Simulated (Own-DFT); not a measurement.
# Computed records: Si₃Ge (diamond-structure random alloy, atoms displaced)

Computed with Own-DFT development build. A calculation, not a measurement: plane-wave PBE density functional theory by an unreviewed code, no spin, of a simulated periodic cell, stress positive in tension, free energy of the whole cell less one offset for each atom, forces on such cells passed a denser k mesh, this cell's mesh not checked; offsets are fitted by least squares, one for each functional and potential file, so energies compare only between cells with the same atoms and settings and are not formation energies; the far tail of each file's local potential was reset to the Coulomb form; each entry is a single point on an unrelaxed cell, so the pressure reflects the starting lattice, mostly measured values, from which strain is counted, and rises with the displacements; printed positions are rounded, which can move forces by about a meV/angstrom; the program is a retired in-house code; no spin-orbit coupling.

Settings shared by all entries: functional PBE; potential files PseudoDojo norm-conserving, scalar-relativistic, standard set; wave cutoff 42 hartree; occupations Fermi-Dirac; smearing width 0.1 eV; k mesh 5 x 5 x 5 centred on Gamma.

(1) 
```xyz
16
Lattice="0.0000 5.4878 5.4878 5.4878 0.0000 5.4878 5.4878 5.4878 0.0000" Properties=species:S:1:pos:R:3:force_x:R:1:force_y:R:1:force_z:R:1 formula=Si3Ge free_energy_of_cell_above_offsets=1.050 pressure=4.22 stress_xx=-4.56 stress_yy=-4.11 stress_zz=-3.98 stress_yz=0.32 stress_xz=0.75 stress_xy=2.38
Si     0.0390     0.0442     0.0302     -0.402      -0.36      0.474
Ge     5.5663     2.8219     8.1529     -1.844     -0.019      2.625
Si     8.3078    10.8048     8.1912     -0.389      1.987      0.482
Si     2.7307     2.7303     0.2061     -0.387      0.712     -3.218
Ge     1.3632     1.4528     1.3826       0.51     -2.714      0.905
Si     1.2991     4.1577     4.2316      1.555     -0.398     -1.093
Ge     4.1977     1.3530     4.1378     -0.052     -0.003      -1.83
Ge     4.1529     4.0012     1.3651     -0.948      3.377     -0.562
Si     5.5458     5.3834     5.4640     -0.391      2.659      0.726
Si     5.4984     8.3041     8.0400      2.717     -2.013      3.221
Si     8.1665     5.5094     8.1621      1.538     -1.589      2.878
Si     2.8519     2.7090     5.4602     -0.674      1.074      0.108
Si     7.0923     6.8891     6.9135      -2.72      0.865     -1.917
Si     6.8865     4.2207     4.1373      0.396     -2.372     -0.773
Si     3.9755     6.8557     4.2891      1.224     -0.424     -1.468
Si     4.1802     4.1392     6.8151     -0.133     -0.781     -0.559
```

Units: free_energy_of_cell_above_offsets in eV; pressure, stress_xx, stress_yy, stress_zz, stress_yz, stress_xz, stress_xy in GPa; force_x, force_y, force_z in eV/Å.

(2) 
```xyz
16
Lattice="0.0000 5.4878 5.4878 5.4878 0.0000 5.4878 5.4878 5.4878 0.0000" Properties=species:S:1:pos:R:3:force_x:R:1:force_y:R:1:force_z:R:1 formula=Si3Ge free_energy_of_cell_above_offsets=0.100 pressure=3.34 stress_xx=-3.27 stress_yy=-3.14 stress_zz=-3.6 stress_yz=-0.39 stress_xz=1.19 stress_xy=-1.27
Si     5.5703    10.9546     5.5777     -0.659      0.159     -1.332
Si     5.6083     8.0161     2.6887     -0.718      1.515      1.251
Si     8.2910    10.8536     8.2127     -0.636      0.581      1.045
Si     2.8429     2.7298     0.1150       -0.9     -0.158     -1.628
Si     1.4663     1.2955     1.3925      0.838     -0.493     -0.422
Ge     1.4828     4.1057     4.1021     -1.018     -1.202      0.819
Si     4.0425     1.4565     4.1126      0.397     -3.244      0.567
Si     4.1468     4.1058     1.3319      0.269      0.498      1.687
Si     5.4410     5.5561     5.5406      0.907     -0.483     -0.648
Si     5.4032     2.5857     2.8274      0.869      3.198     -0.554
Ge     8.0968     5.6169     8.2176      2.342     -1.513     -0.031
Si     2.9380     2.7093     5.5714     -2.497      0.283     -1.189
Ge     6.8577     6.9803     6.8862     -0.833      0.171     -1.325
Si     6.8340     4.1321     4.1829       0.06     -0.756      0.044
Si     4.1301     6.8040     4.1099     -0.147      0.884      0.136
Ge     4.1693     4.0395     6.8283      1.727      0.561       1.58
```

Units: free_energy_of_cell_above_offsets in eV; pressure, stress_xx, stress_yy, stress_zz, stress_yz, stress_xz, stress_xy in GPa; force_x, force_y, force_z in eV/Å.

(3) 
```xyz
16
Lattice="0.0000 5.4878 5.4878 5.4878 0.0000 5.4878 5.4878 5.4878 0.0000" Properties=species:S:1:pos:R:3:force_x:R:1:force_y:R:1:force_z:R:1 formula=Si3Ge free_energy_of_cell_above_offsets=2.140 pressure=4.83 stress_xx=-4.96 stress_yy=-4.77 stress_zz=-4.75 stress_yz=-1.91 stress_xz=-4.2 stress_xy=-3.26
Si    10.8021     5.4457     5.5369      2.983       0.67     -2.367
Ge     5.4414     2.8236     8.1423      1.293     -0.172      1.922
Si     2.9131     5.5400     8.1800     -1.788     -1.136      0.049
Si     2.8705     2.7736     0.1302     -1.849     -1.367     -2.062
Ge     1.2035     1.3322     1.3210      2.372     -0.046      0.355
Si     1.4885     4.1204     4.2240     -0.915      1.114     -1.227
Si     4.1710     1.3838     4.1854     -0.869      0.272     -0.677
Ge     4.2230     4.1325     1.3585     -1.594      -1.01      2.551
Si     5.5241     5.4679     5.5170     -2.296      -0.92     -1.742
Si     5.4977     2.7401     2.8185      0.332      -0.43     -0.252
Si     8.2442     5.6187     8.1060      0.106     -1.859       1.57
Si     2.8540     2.8178     5.5945     -4.787     -4.612     -4.668
Ge     6.8101     6.7943     6.7828      0.276      1.947      0.753
Si     6.7633     4.0455     4.2076      2.601       0.72     -0.246
Si     4.1097     6.8766     3.9720      0.183      0.209      1.924
Si     4.0569     3.8705     6.7099      3.954       6.62      4.117
```

Units: free_energy_of_cell_above_offsets in eV; pressure, stress_xx, stress_yy, stress_zz, stress_yz, stress_xz, stress_xy in GPa; force_x, force_y, force_z in eV/Å.

(4) 
```xyz
16
Lattice="0.0000 5.4878 5.4878 5.4878 0.0000 5.4878 5.4878 5.4878 0.0000" Properties=species:S:1:pos:R:3:force_x:R:1:force_y:R:1:force_z:R:1 formula=Si3Ge free_energy_of_cell_above_offsets=0.928 pressure=3.89 stress_xx=-3.35 stress_yy=-3.69 stress_zz=-4.63 stress_yz=-3.39 stress_xz=3.37 stress_xy=3.03
Ge    10.9270     5.5398     5.5275     -0.182     -1.537     -0.243
Si     5.4953     2.7131     8.1279     -1.598      2.272      2.158
Si     8.1367    10.9064     8.1779      1.058      0.927      1.213
Si     2.7390     8.2105     5.4883     -0.105      0.524      0.327
Ge     1.2567     1.3823     1.4680      2.405     -0.586     -1.754
Si     1.3845     4.1778     4.0584     -0.683     -0.197     -0.164
Si     4.1217     1.4217     4.1949     -0.455     -0.175     -1.865
Si     4.1791     4.0097     1.4969     -0.933      0.508     -1.136
Si     5.6815     5.2968     5.5141     -3.456       3.56      2.791
Si     5.6788     8.1683     8.1425     -3.588      1.981      3.768
Si     8.2386     5.5045     8.1943      0.559     -0.099      0.168
Si     2.7227     2.8224     5.4554      0.236      0.228     -1.029
Ge     6.8633     7.0189     6.8443      2.314     -3.508     -2.149
Si     6.7246     4.2124     4.1324      3.656     -3.506      -2.77
Ge     4.1946     6.8218     4.1463      -0.03     -0.277      0.073
Si     4.0537     4.1250     6.7934      0.801     -0.114      0.614
```

Units: free_energy_of_cell_above_offsets in eV; pressure, stress_xx, stress_yy, stress_zz, stress_yz, stress_xz, stress_xy in GPa; force_x, force_y, force_z in eV/Å.

(5) 
```xyz
16
Lattice="0.0000 5.4878 5.4878 5.4878 0.0000 5.4878 5.4878 5.4878 0.0000" Properties=species:S:1:pos:R:3:force_x:R:1:force_y:R:1:force_z:R:1 formula=Si3Ge free_energy_of_cell_above_offsets=0.194 pressure=3.33 stress_xx=-3.16 stress_yy=-3.2 stress_zz=-3.64 stress_yz=0.48 stress_xz=0.64 stress_xy=-1.87
Ge    10.8903     5.6560     5.5755        1.7      0.004     -1.934
Si     5.3348     8.1341     2.8801      1.765      1.561     -2.288
Ge     8.2002     5.4227     2.8035     -0.298     -0.002     -0.362
Si     2.7709     8.1463     5.4391      0.585      0.266      0.297
Si     1.4549     1.3573     1.3678     -0.954      0.987      1.256
Si     1.3246     4.1551     4.0490     -1.359     -0.562      0.975
Si     4.0721     1.3588     4.0539      1.179       1.05     -0.591
Si     4.0885     4.2541     1.1820       0.01      -3.11      1.469
Si     5.4631     5.5174     5.4897      1.133     -1.132      0.833
Si     5.6103     8.2029     8.1417     -1.926      0.684      0.083
Ge     2.7551     5.3514     2.7059     -0.321      1.621     -0.409
Ge     2.8230     2.8313     5.4118     -1.406     -0.637      -1.27
Si     6.9470     6.9786     6.7916     -0.163     -1.701     -0.158
Si     6.9015     3.9711     4.1244     -1.227      0.811      0.492
Si     4.1517     6.7503     4.1183     -1.394      -0.53      0.387
Si     3.9733     4.0959     6.8302      2.676       0.69      1.219
```

Units: free_energy_of_cell_above_offsets in eV; pressure, stress_xx, stress_yy, stress_zz, stress_yz, stress_xz, stress_xy in GPa; force_x, force_y, force_z in eV/Å.

(6) 
```xyz
16
Lattice="0.0000 5.4878 5.4878 5.4878 0.0000 5.4878 5.4878 5.4878 0.0000" Properties=species:S:1:pos:R:3:force_x:R:1:force_y:R:1:force_z:R:1 formula=Si3Ge free_energy_of_cell_above_offsets=0.073 pressure=3.25 stress_xx=-3.45 stress_yy=-3.05 stress_zz=-3.25 stress_yz=0.85 stress_xz=0.79 stress_xy=0.07
Si     0.1009     5.5337     5.5136      -0.22     -0.504        0.3
Ge    10.8991     8.1421     8.1863      1.142      1.903     -1.218
Si     8.1915     5.4974     2.8910     -0.528     -0.979      -1.18
Si     2.8001     8.1233     5.5358      0.317      1.281     -2.015
Si     1.4928     1.4631     1.2978     -1.336     -2.301      2.373
Si     1.2623     4.0157     4.2070      1.189      0.609     -1.312
Ge     4.0859     1.3380     4.2256      1.562     -0.752      -1.45
Ge     4.0757     4.0718     1.2744      0.547      1.713      0.852
Si     5.4033     5.5089     5.5339      1.201     -0.194      0.107
Ge     5.4403     2.7864     2.7548      0.758     -0.826      0.109
Si     8.2097     5.5413     8.1635      0.788     -1.554      2.265
Si     8.2275     8.0930     5.4203      -1.31      2.152      1.766
Si     6.9320     6.8043     6.8976     -1.707      0.985     -0.845
Si     6.8133     4.0099     4.2768      0.145      1.029     -0.522
Si     4.2149     6.9475     4.1432     -1.721     -2.223     -0.045
Si     4.0383     4.1411     6.7982     -0.828     -0.341      0.817
```

Units: free_energy_of_cell_above_offsets in eV; pressure, stress_xx, stress_yy, stress_zz, stress_yz, stress_xz, stress_xy in GPa; force_x, force_y, force_z in eV/Å.
